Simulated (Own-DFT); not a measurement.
# Response to strain: wurtzite GaN, 72 atoms (Ga36N36)

These are calculations, not measurements. The program, named Own-DFT, is a retired in-house plane-wave density functional code that no person has reviewed. Each row is one single-point run on a periodic cell that was not relaxed, without spin or spin-orbit coupling.

Settings of every run: PBE; PseudoDojo norm-conserving scalar-relativistic files (stringent for Ga); cutoff 96 hartree; 4 x 4 x 3 k mesh centred on Gamma; Gaussian smearing of 0.01 eV.

Known limits: forces not confirmed at this smearing and k mesh; stress not checked against mesh or cutoff.

Unstrained cell vectors in Å: (9.567, 0.000, 0.000); (-4.784, 8.285, 0.000); (0.000, 0.000, 10.370). The unstrained cell has measured lattice constants (interpolated for alloys), not those of this functional. That, the random moves and any unrelaxed bonds set the pressure at no strain. Each run strains this cell uniformly, with the atoms carried along. Every atom was also moved at random, by a Gaussian of width 0.05 Å on each axis. Strain is the symmetric tensor, in per cent. Stress is positive in tension, and the pressure is minus a third of its trace.

```
run,e_xx (%),e_yy (%),e_zz (%),s_xx (GPa),s_yy (GPa),s_zz (GPa),P (GPa),E (meV/atom)
1,-3.00,-3.00,0.00,-28.40,-24.50,-11.73,21.54,87.8
2,2.00,2.00,0.00,3.56,2.40,-4.69,-0.42,0.0
3,0.75,0.75,0.00,-2.87,-3.64,-5.26,3.92,1.5
4,-0.75,-0.75,0.00,-10.69,-10.44,-9.88,10.34,32.1
5,2.75,2.75,0.00,6.18,6.68,-5.21,-2.55,7.7
6,-0.50,-0.50,0.00,-10.56,-9.25,-7.13,8.98,18.5
7,2.25,2.25,0.00,2.82,4.43,-6.15,-0.37,23.4
8,-1.75,-1.75,0.00,-16.79,-17.36,-11.57,15.24,62.0
9,1.00,1.00,0.00,?,?,?,?,?
```

E is the free energy for each atom above the lowest run shown.

## Worked fit

The change of volume is close to e_xx + e_yy + e_zz. A straight line through the runs shown gives P = 8.06 - 205 x (fractional change of volume) GPa, with an error of 9 on the slope and a scatter of 1.03 GPa. The strain isn't the same on all axes and the cell isn't cubic, so the slope belongs to this path and is not the bulk modulus.

## Withheld run

Question: what pressure should run 9 give? Its volume changes by 2.01 %.

The line gives 3.9 GPa. The calculation gave 3.16 GPa.
